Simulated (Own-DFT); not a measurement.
# Computed records: GaN (wurtzite, strained, atoms displaced)

A calculation, not a measurement: plane-wave PBE density functional theory by an unreviewed code, no spin, of a simulated periodic cell, stress positive in tension, free energy of the whole cell less one offset for each atom, forces on such cells passed a denser k mesh, this cell's mesh not checked; offsets are fitted by least squares, one for each functional and potential file, so energies compare only between cells with the same atoms and settings and are not formation energies; the far tail of each file's local potential was reset to the Coulomb form; each entry is a single point on an unrelaxed cell, so the pressure reflects the starting lattice, mostly measured values (interpolated for alloys), from which strain is counted, and rises with the displacements; printed positions are rounded, which can move forces by about a meV/angstrom; the program, named Own-DFT, is a retired in-house code; no spin-orbit coupling. Program: Own-DFT development build.

Common to all runs: functional PBE; potential files PseudoDojo norm-conserving, scalar-relativistic, standard set with the stringent files for Ga; wave cutoff 96 hartree; occupations Gaussian; smearing width 0.01 eV; k mesh 3 x 4 x 3 centred on Gamma.

(1) GaN (wurtzite, strained, atoms displaced)

```
CELL_PARAMETERS angstrom
12.75600 0.00000 0.00000
-4.78350 8.28530 0.00000
0.00000 0.00000 10.42180
ATOMIC_POSITIONS crystal
Ga 0.07965 0.21842 0.99976
Ga 0.16896 0.11001 0.24971
N 0.08492 0.22902 0.19039
N 0.17023 0.12249 0.43102
Ga 0.07861 0.20737 0.50176
Ga 0.17343 0.12228 0.74513
N 0.07665 0.22282 0.68918
N 0.16790 0.10262 0.94020
Ga 0.07929 0.55180 0.00482
Ga 0.16487 0.43714 0.25509
N 0.08323 0.56337 0.19642
N 0.16051 0.44660 0.45022
Ga 0.09097 0.56163 0.50529
Ga 0.15992 0.44003 0.75419
N 0.08406 0.54902 0.68528
N 0.16016 0.43956 0.93795
Ga 0.09079 0.89475 0.00257
Ga 0.17468 0.78307 0.24439
N 0.07934 0.88991 0.18256
N 0.16653 0.77851 0.44216
Ga 0.08295 0.88721 0.50179
Ga 0.17470 0.78587 0.75473
N 0.08181 0.88417 0.69253
N 0.16324 0.76805 0.93368
Ga 0.33383 0.23038 0.00107
Ga 0.41061 0.10787 0.25239
N 0.33107 0.21809 0.19374
N 0.41886 0.11460 0.43744
Ga 0.33397 0.21687 0.49436
Ga 0.41374 0.10837 0.75647
N 0.33038 0.22067 0.67929
N 0.40506 0.10466 0.93678
Ga 0.32883 0.54925 0.99070
Ga 0.42000 0.44556 0.25281
N 0.33183 0.54606 0.17668
N 0.42117 0.45853 0.44060
Ga 0.33721 0.55420 0.49350
Ga 0.41057 0.44412 0.74855
N 0.33834 0.55862 0.68699
N 0.41585 0.45028 0.94623
Ga 0.33722 0.89554 0.00155
Ga 0.42512 0.78630 0.24838
N 0.32952 0.88737 0.20002
N 0.41371 0.77242 0.44575
Ga 0.32537 0.87061 0.49598
Ga 0.41616 0.78514 0.75899
N 0.33702 0.87741 0.68518
N 0.41952 0.78730 0.93807
Ga 0.58308 0.22200 0.00213
Ga 0.67086 0.11889 0.24815
N 0.58361 0.22650 0.19233
N 0.66611 0.10746 0.43934
Ga 0.57658 0.22122 0.49751
Ga 0.66587 0.10181 0.74718
N 0.57745 0.21875 0.68964
N 0.65724 0.10542 0.93637
Ga 0.57783 0.54335 0.99923
Ga 0.66580 0.44557 0.24995
N 0.58723 0.54676 0.18811
N 0.66691 0.44397 0.43969
Ga 0.57639 0.55507 0.50164
Ga 0.66452 0.44886 0.74855
N 0.58446 0.56991 0.68614
N 0.66834 0.44977 0.93658
Ga 0.58376 0.88721 0.00286
Ga 0.66102 0.77110 0.25133
N 0.58447 0.89093 0.18605
N 0.66999 0.77997 0.44228
Ga 0.58533 0.88816 0.50066
Ga 0.66709 0.77140 0.75354
N 0.58931 0.89802 0.68287
N 0.66285 0.76361 0.93878
Ga 0.83794 0.22597 0.99853
Ga 0.91746 0.10888 0.24711
N 0.83509 0.22744 0.18694
N 0.91766 0.11067 0.44276
Ga 0.83509 0.21801 0.50056
Ga 0.91138 0.10388 0.75059
N 0.84191 0.22832 0.68830
N 0.91299 0.10438 0.93362
Ga 0.82830 0.55019 0.99651
Ga 0.92583 0.44947 0.25043
N 0.82877 0.55227 0.18243
N 0.92786 0.45145 0.44016
Ga 0.82939 0.54567 0.50296
Ga 0.91214 0.44606 0.75523
N 0.83876 0.56591 0.69450
N 0.91334 0.44958 0.94151
Ga 0.83919 0.89093 0.99753
Ga 0.91653 0.76952 0.24967
N 0.83891 0.89003 0.19230
N 0.91928 0.77427 0.43428
Ga 0.83802 0.89305 0.49676
Ga 0.91923 0.77868 0.75537
N 0.82548 0.88824 0.68477
N 0.92214 0.78444 0.94333
```

- free energy of cell above offsets: -5.138 eV
- pressure: 5.98 GPa
- stress xx: -7.15 GPa
- stress yy: -6.19 GPa
- stress zz: -4.59 GPa
- stress yz: -0.33 GPa
- stress xz: 0.3 GPa
- stress xy: 0.14 GPa

Force:
```
element  x (eV/Å)  y (eV/Å)  z (eV/Å)
     Ga     0.635    -0.278     0.079
     Ga    -1.279    -0.279    -0.621
      N     0.155    -1.506    -0.765
      N      0.64     -1.43     1.023
     Ga    -0.489     2.313     0.456
     Ga    -1.528    -1.584     0.747
      N     1.444    -0.859     0.127
      N    -0.738     2.453    -0.864
     Ga     0.085      0.49     0.006
     Ga     -0.01     1.889     0.628
      N     1.868    -0.354    -1.543
      N     2.886    -1.412    -1.953
     Ga    -1.538    -0.111     0.141
     Ga     0.739      0.62     -1.26
      N    -1.192     1.318     1.718
      N     0.223    -0.072     0.384
     Ga    -0.315    -1.749    -0.673
     Ga     -3.21    -1.034     1.676
      N     1.394     0.055     1.323
      N    -0.523     0.339    -1.217
     Ga    -0.051     0.071     0.056
     Ga    -0.433    -1.539    -1.375
      N     0.472     1.362    -0.649
      N     0.534      0.94     1.818
     Ga     -0.21    -0.974     0.604
     Ga     1.177     0.707     0.075
      N     0.318     0.916    -0.898
      N    -0.701    -1.544     -0.22
     Ga    -0.577     0.988     0.135
     Ga     0.178    -0.219    -1.857
      N     1.104     0.472     0.866
      N     0.863     1.644     0.942
     Ga    -1.101     1.451     0.972
     Ga    -0.378    -0.048     -0.62
      N    -0.243     1.073     1.665
      N      0.56    -2.709    -1.399
     Ga    -2.558     -0.08     1.779
     Ga     1.172     0.243      0.04
      N    -1.327     0.045     0.565
      N     0.607    -1.355    -1.934
     Ga    -0.787    -1.562     0.546
     Ga    -1.044    -1.772     0.652
      N     2.653     1.081    -2.164
      N     1.053     0.778    -2.002
     Ga     0.537     1.986     0.992
     Ga     2.366     -1.19    -1.574
      N    -2.291     2.027    -0.162
      N     -0.06    -1.139     1.173
     Ga    -0.388     0.138    -0.222
     Ga    -0.113    -0.321     0.663
      N    -0.387    -1.117    -0.725
      N    -0.248     0.787    -0.503
     Ga     1.738     0.091      0.85
     Ga    -0.262     2.248     0.236
      N     0.469     0.686    -0.055
      N     1.419     0.559     0.269
     Ga     0.461     1.338     0.624
     Ga     1.602    -0.349     0.906
      N    -2.281     1.159    -0.314
      N     -0.73     0.044     0.071
     Ga     2.249      1.07     0.223
     Ga     0.159    -0.357    -0.436
      N     0.092    -3.141     0.119
      N    -0.579     -1.58    -0.379
     Ga     0.639    -0.284    -0.918
     Ga     1.317     0.604     0.064
      N     0.522      0.31     0.478
      N    -0.332    -0.515    -1.073
     Ga    -0.307    -0.006    -0.003
     Ga    -1.074     1.939     0.059
      N    -0.275    -2.263     1.016
      N     -0.11     1.383     0.582
     Ga     -1.09    -0.633    -0.081
     Ga    -0.316     0.227     0.719
      N     0.683    -0.302    -0.104
      N    -0.016    -0.148    -1.386
     Ga    -0.534     1.192      0.09
     Ga     0.192     0.309    -0.658
      N    -1.551    -0.426     0.366
      N    -0.092     1.038     0.874
     Ga    -0.026     1.738     0.909
     Ga    -2.217    -0.446     0.869
      N     0.886      -0.2     0.712
      N    -1.496    -1.059    -0.162
     Ga     0.891     0.949    -0.131
     Ga     1.418     0.147    -0.908
      N    -0.902    -1.515    -0.776
      N     1.171    -0.994    -0.296
     Ga    -1.041    -1.166     1.106
     Ga    -0.336     0.227    -0.317
      N    -1.144    -0.537     -0.67
      N    -0.418     0.034     0.853
     Ga    -0.049    -1.297     0.286
     Ga    -0.748     1.052     0.011
      N     1.851    -0.152     0.325
      N      0.22    -0.919    -0.605
```

(2) GaN (wurtzite, strained, atoms displaced)

```
CELL_PARAMETERS angstrom
12.75600 0.00000 0.00000
-4.78350 8.28530 0.00000
0.00000 0.00000 10.42180
ATOMIC_POSITIONS crystal
Ga 0.08359 0.21682 0.99941
Ga 0.15675 0.10136 0.25000
N 0.08147 0.21725 0.19168
N 0.17610 0.12103 0.44412
Ga 0.08669 0.22046 0.50252
Ga 0.16347 0.10613 0.75144
N 0.08762 0.22896 0.68560
N 0.16378 0.11424 0.94740
Ga 0.08168 0.55833 0.00030
Ga 0.16159 0.43498 0.25268
N 0.08119 0.54935 0.19340
N 0.16331 0.43938 0.44198
Ga 0.08294 0.54966 0.49454
Ga 0.16798 0.45168 0.74739
N 0.07401 0.54378 0.68613
N 0.16845 0.44526 0.94237
Ga 0.08510 0.88772 0.00716
Ga 0.16825 0.77362 0.24177
N 0.09104 0.88313 0.17997
N 0.16506 0.77724 0.43689
Ga 0.09328 0.89061 0.50886
Ga 0.17216 0.78121 0.75703
N 0.08457 0.89159 0.68238
N 0.16958 0.77797 0.94053
Ga 0.34096 0.23143 0.99525
Ga 0.41624 0.10432 0.26024
N 0.33027 0.21193 0.18400
N 0.41659 0.10965 0.43947
Ga 0.33882 0.21879 0.50928
Ga 0.41454 0.11158 0.73956
N 0.33740 0.22754 0.68231
N 0.41988 0.11151 0.94593
Ga 0.33385 0.55576 0.99381
Ga 0.41269 0.44527 0.24418
N 0.33077 0.55346 0.18076
N 0.41472 0.44444 0.43111
Ga 0.33429 0.56218 0.50436
Ga 0.41012 0.42994 0.75179
N 0.33906 0.56214 0.68946
N 0.41051 0.44568 0.93198
Ga 0.32715 0.87904 0.01078
Ga 0.41307 0.77024 0.24453
N 0.32916 0.88898 0.18486
N 0.40982 0.76447 0.43698
Ga 0.32400 0.86959 0.50047
Ga 0.40970 0.76142 0.74784
N 0.32695 0.88755 0.68248
N 0.41708 0.77523 0.93264
Ga 0.59757 0.23168 0.00282
Ga 0.66719 0.11442 0.24838
N 0.58318 0.22180 0.19295
N 0.66982 0.11598 0.43513
Ga 0.57961 0.21583 0.49562
Ga 0.66515 0.10725 0.75192
N 0.59487 0.22844 0.68593
N 0.66344 0.10266 0.93412
Ga 0.58427 0.55994 0.99745
Ga 0.67462 0.44202 0.25643
N 0.58635 0.55054 0.19406
N 0.66664 0.44461 0.43992
Ga 0.57729 0.55833 0.50130
Ga 0.67612 0.45062 0.75094
N 0.57600 0.55339 0.68906
N 0.66307 0.44387 0.93841
Ga 0.58798 0.89413 0.99942
Ga 0.65832 0.77355 0.23989
N 0.58435 0.88562 0.18748
N 0.66565 0.77400 0.44342
Ga 0.58287 0.88393 0.50272
Ga 0.66748 0.77738 0.75107
N 0.58277 0.89085 0.68696
N 0.66726 0.76549 0.93267
Ga 0.83520 0.21724 0.99656
Ga 0.91783 0.10969 0.25700
N 0.84022 0.22277 0.19251
N 0.91022 0.10163 0.43129
Ga 0.83049 0.21689 0.49258
Ga 0.92235 0.10148 0.74796
N 0.83184 0.22960 0.69822
N 0.92263 0.11111 0.94435
Ga 0.82952 0.54462 0.00241
Ga 0.91514 0.45103 0.24844
N 0.83552 0.55054 0.19269
N 0.91229 0.44195 0.44499
Ga 0.82868 0.54775 0.49844
Ga 0.91213 0.43144 0.75108
N 0.83773 0.55802 0.68950
N 0.92144 0.45232 0.94002
Ga 0.83009 0.88964 0.98916
Ga 0.91899 0.77711 0.25223
N 0.83247 0.89490 0.18117
N 0.92126 0.78353 0.43236
Ga 0.82928 0.89353 0.49643
Ga 0.91226 0.77828 0.74635
N 0.82945 0.87769 0.68751
N 0.91620 0.77497 0.93665
```

- free energy of cell above offsets: -4.187 eV
- pressure: 6.28 GPa
- stress xx: -5.79 GPa
- stress yy: -7.06 GPa
- stress zz: -6 GPa
- stress yz: -0.36 GPa
- stress xz: 0.04 GPa
- stress xy: 0.6 GPa

Force:
```
element  x (eV/Å)  y (eV/Å)  z (eV/Å)
     Ga    -0.578     1.693     1.148
     Ga      2.09     0.737     0.408
      N    -0.141     0.042    -0.346
      N    -0.441     -1.49     -0.77
     Ga    -0.425    -0.306    -0.617
     Ga     0.134     0.638     0.494
      N     0.173    -0.815     0.737
      N      2.09    -1.038    -1.969
     Ga     1.157    -0.664      0.47
     Ga     0.513     0.524    -0.209
      N     0.144     0.372    -0.683
      N      0.65     0.251     -0.53
     Ga    -1.289     0.364      0.85
     Ga    -0.085    -0.441     0.778
      N     0.953      1.75     0.116
      N    -0.929    -0.267    -0.859
     Ga    -0.813     0.159    -2.641
     Ga    -0.327    -0.525       1.7
      N    -1.845     0.083     2.466
      N      0.31    -0.877    -0.854
     Ga    -1.589     0.278    -2.596
     Ga    -1.491    -1.231    -0.841
      N     0.032    -0.441     2.711
      N    -0.692    -0.073    -0.089
     Ga    -0.123    -1.573     1.198
     Ga    -1.017     0.993    -2.033
      N    -0.265      0.78     0.726
      N     0.174    -1.312     0.839
     Ga    -0.892      1.24    -3.251
     Ga     1.899      0.02     1.953
      N    -0.803    -1.693     1.986
      N     0.239    -0.216    -1.425
     Ga    -0.637      0.26     0.533
     Ga     0.945     -1.37     0.357
      N    -0.341    -0.106     0.426
      N    -0.263    -0.138     1.124
     Ga     0.609    -2.771    -0.501
     Ga     0.316     2.478    -0.338
      N    -0.579    -3.296     -0.89
      N     1.577     0.104     0.685
     Ga      1.38     1.757    -2.765
     Ga    -0.114      0.41     0.377
      N     1.721    -0.333     2.104
      N     0.382     2.407    -0.832
     Ga     0.458     1.445    -0.519
     Ga     0.198     4.154     0.978
      N     1.337    -0.087     0.584
      N    -0.076      0.59       0.9
     Ga    -2.142     -1.61     0.037
     Ga     1.048    -0.352     0.074
      N     0.331    -0.083    -0.487
      N    -0.688    -1.596      0.06
     Ga     0.831     1.043      0.89
     Ga    -0.067     0.216    -0.883
      N    -1.748    -0.522    -0.077
      N     0.857     1.468     0.993
     Ga    -0.275    -1.841     1.112
     Ga    -1.678     0.107    -0.093
      N    -0.573    -0.013     -1.33
      N     -0.74    -0.322     0.248
     Ga     0.759     -1.01    -0.152
     Ga    -1.426    -0.469    -0.612
      N     1.047     -0.09     0.224
      N     0.858     0.292    -0.016
     Ga    -0.548    -1.826    -0.221
     Ga     2.541    -0.189     1.573
      N    -1.756     0.862    -0.496
      N    -0.641     0.582    -1.318
     Ga     -0.42     0.577    -0.661
     Ga     -1.12    -0.777    -0.993
      N         0    -0.698     0.407
      N    -1.227     2.144     0.355
     Ga     0.026     0.692     0.764
     Ga     -0.23    -0.435    -2.431
      N      -1.4     0.277    -0.907
      N     0.692     1.639      2.51
     Ga     0.308     0.827     1.406
     Ga    -1.475     1.232     0.401
      N     1.386    -4.038    -1.892
      N    -1.101    -0.206    -1.862
     Ga    -0.326     1.691    -0.225
     Ga     2.058    -1.815     1.319
      N    -1.413     1.308     -1.27
      N     0.916    -0.156    -1.303
     Ga     0.079     1.501     0.726
     Ga    -0.155     3.196     0.579
      N    -0.005    -0.034    -0.358
      N    -0.511    -1.713    -0.152
     Ga     1.482    -0.588     1.678
     Ga    -0.609     0.535    -1.123
      N     0.415    -1.137     0.393
      N    -0.066    -0.247     1.565
     Ga     1.389    -1.757     0.126
     Ga     2.145    -0.896     0.806
      N    -0.673      1.77    -0.649
      N     0.122    -0.007      0.17
```

(3) GaN (wurtzite, strained, atoms displaced)

```
CELL_PARAMETERS angstrom
12.75600 0.00000 0.00000
-4.78350 8.28530 0.00000
0.00000 0.00000 10.42180
ATOMIC_POSITIONS crystal
Ga 0.08254 0.22466 0.00451
Ga 0.16050 0.10317 0.24806
N 0.08112 0.21718 0.18801
N 0.17403 0.11864 0.43322
Ga 0.08055 0.21713 0.49245
Ga 0.16606 0.11068 0.75111
N 0.08563 0.22930 0.68498
N 0.16823 0.11377 0.92864
Ga 0.07859 0.55129 0.99921
Ga 0.16725 0.44625 0.25432
N 0.08162 0.55213 0.18336
N 0.17418 0.44368 0.44529
Ga 0.08438 0.53642 0.49909
Ga 0.16998 0.44294 0.75403
N 0.07934 0.55429 0.69195
N 0.16823 0.44628 0.92967
Ga 0.08771 0.89900 0.99643
Ga 0.16564 0.77922 0.24646
N 0.07893 0.87706 0.19013
N 0.16674 0.77724 0.43990
Ga 0.07935 0.87332 0.49933
Ga 0.16828 0.77647 0.75706
N 0.08580 0.88393 0.68709
N 0.17170 0.78469 0.94027
Ga 0.33331 0.22658 0.00271
Ga 0.40702 0.10647 0.25269
N 0.33913 0.22563 0.18053
N 0.41414 0.11569 0.44414
Ga 0.33043 0.22682 0.49750
Ga 0.41963 0.11881 0.74677
N 0.33832 0.22798 0.68457
N 0.41672 0.11418 0.93697
Ga 0.32125 0.55183 0.99529
Ga 0.41649 0.44484 0.24896
N 0.32237 0.54787 0.19139
N 0.41828 0.44586 0.43634
Ga 0.33767 0.55687 0.49912
Ga 0.41333 0.44357 0.75593
N 0.32773 0.55478 0.68615
N 0.42009 0.44457 0.93519
Ga 0.33168 0.89264 0.99801
Ga 0.41730 0.77956 0.25058
N 0.33031 0.89443 0.19151
N 0.40965 0.77724 0.43951
Ga 0.32949 0.88668 0.50358
Ga 0.41590 0.78707 0.75185
N 0.33063 0.89244 0.69268
N 0.42079 0.77561 0.93672
Ga 0.58455 0.21834 0.99837
Ga 0.66363 0.10499 0.24403
N 0.58354 0.21894 0.19529
N 0.66201 0.10933 0.43916
Ga 0.58831 0.23414 0.49334
Ga 0.66236 0.10758 0.75122
N 0.58467 0.22803 0.68336
N 0.67442 0.12130 0.95009
Ga 0.58168 0.56401 0.99592
Ga 0.66813 0.44730 0.25161
N 0.58453 0.55464 0.19169
N 0.66463 0.45141 0.44239
Ga 0.57609 0.54676 0.49748
Ga 0.66750 0.43482 0.75038
N 0.58210 0.55054 0.68974
N 0.66657 0.44311 0.93942
Ga 0.58718 0.89182 0.00530
Ga 0.66134 0.76852 0.24410
N 0.58154 0.88146 0.18786
N 0.67106 0.78322 0.43581
Ga 0.57925 0.87870 0.50312
Ga 0.66931 0.77745 0.74987
N 0.58331 0.89141 0.68250
N 0.67381 0.78318 0.93777
Ga 0.83246 0.22442 0.00228
Ga 0.91319 0.11300 0.24998
N 0.83573 0.22676 0.18677
N 0.91013 0.11027 0.43720
Ga 0.82368 0.21605 0.49939
Ga 0.92054 0.11679 0.73944
N 0.83145 0.21851 0.68764
N 0.91228 0.11548 0.93868
Ga 0.83751 0.56556 0.00296
Ga 0.91936 0.44925 0.24770
N 0.82123 0.55055 0.19092
N 0.91528 0.44610 0.43907
Ga 0.83747 0.55868 0.49050
Ga 0.91630 0.44359 0.75247
N 0.82855 0.55962 0.69948
N 0.91838 0.43537 0.93934
Ga 0.84260 0.89318 0.00523
Ga 0.91189 0.77396 0.25231
N 0.82983 0.89147 0.18641
N 0.91356 0.76838 0.44424
Ga 0.83459 0.88284 0.49435
Ga 0.92078 0.78902 0.75416
N 0.83494 0.90467 0.69261
N 0.90901 0.77332 0.93266
```

- free energy of cell above offsets: -5.918 eV
- pressure: 5.67 GPa
- stress xx: -6.61 GPa
- stress yy: -5.84 GPa
- stress zz: -4.57 GPa
- stress yz: -0.22 GPa
- stress xz: 0.06 GPa
- stress xy: -0.77 GPa

Force:
```
element  x (eV/Å)  y (eV/Å)  z (eV/Å)
     Ga    -0.564     -0.34    -1.291
     Ga     0.893      0.61     0.037
      N    -0.079     0.479     0.422
      N    -1.699    -1.847    -0.053
     Ga     0.189    -0.072     0.848
     Ga     0.389     0.268    -2.202
      N     0.615    -0.969    -0.398
      N    -0.443     0.387     2.225
     Ga      0.71     0.636    -0.486
     Ga    -0.866    -0.959     0.273
      N      0.27     0.452     0.765
      N     -0.66    -0.864    -1.609
     Ga    -1.783     1.957     1.165
     Ga    -1.286     0.289    -2.064
      N     1.063    -0.021    -0.412
      N    -1.309    -0.849         2
     Ga    -0.335    -1.217     0.233
     Ga     0.809    -0.978     1.032
      N    -1.182     1.111    -0.907
      N     0.296     -1.36    -0.846
     Ga     0.151      1.56     0.558
     Ga    -0.392    -0.401    -1.061
      N    -0.745     0.746     0.284
      N    -1.177    -1.186     0.376
     Ga     0.709    -0.076    -1.441
     Ga     1.644     1.178     0.696
      N    -1.623    -0.309     1.445
      N     0.425    -0.381    -0.669
     Ga     1.143    -0.103     0.849
     Ga    -0.117    -0.208     0.155
      N    -1.218    -0.374      0.37
      N     0.201    -0.142    -0.095
     Ga     2.587     0.955     1.006
     Ga    -0.214    -0.036    -0.271
      N     1.764     1.306    -1.075
      N     -0.87    -0.086    -0.619
     Ga    -0.052     0.251     0.747
     Ga     0.436     0.635    -1.602
      N     1.251     0.913     0.314
      N    -1.605     0.145       1.3
     Ga     1.481     0.376     0.535
     Ga    -0.878    -0.349     0.025
      N     0.874    -1.197    -0.937
      N     1.179    -0.047    -0.358
     Ga    -0.086     0.954     0.112
     Ga     0.784    -1.007    -0.546
      N     0.424     0.159     -0.38
      N    -0.868     0.536     0.734
     Ga    -1.222     1.196     1.144
     Ga     0.269     0.649     1.208
      N    -0.954     0.086    -0.685
      N    -0.076    -0.531    -0.733
     Ga    -0.483    -1.622     0.446
     Ga     0.539     0.669    -0.027
      N      0.49     -1.59     0.139
      N    -1.193    -2.138    -1.901
     Ga     1.466    -0.772     0.324
     Ga    -1.572    -1.953     0.473
      N    -0.824    -0.631    -1.094
      N     1.447     0.087    -1.142
     Ga     0.599       1.9     1.429
     Ga     -1.13      1.62     0.731
      N    -0.387     0.515     -0.19
      N    -0.051     0.268     0.428
     Ga     0.164    -0.242    -1.262
     Ga     0.484     1.132     1.227
      N    -0.474     0.239     0.269
      N    -0.598    -1.215    -0.182
     Ga    -0.187     1.121    -1.197
     Ga    -0.398     -0.25    -0.183
      N    -0.134    -0.626     1.669
      N    -0.598      0.25     0.369
     Ga     1.185    -0.014      0.32
     Ga     0.054    -0.151    -0.023
      N    -0.467    -0.194     0.634
      N     1.109    -0.063    -0.141
     Ga     0.316     0.484     0.308
     Ga    -0.416     0.943     1.714
      N    -0.777     0.731    -0.034
      N     1.776    -0.334    -0.275
     Ga    -0.433    -2.161    -0.638
     Ga    -0.783    -0.627     0.371
      N     2.884     1.554    -0.587
      N     1.112    -0.755    -0.638
     Ga    -1.087    -1.918     2.793
     Ga    -0.841    -0.005    -0.507
      N     1.746     0.414    -1.614
      N    -1.257     1.811      0.06
     Ga    -1.582     0.587     -1.15
     Ga    -0.302     0.201    -0.213
      N     0.859    -0.416     0.973
      N     0.166     2.181    -1.601
     Ga    -1.089     0.886     1.376
     Ga    -0.563    -0.936    -1.659
      N     1.118    -2.306    -1.476
      N      1.86     1.403     1.568
```
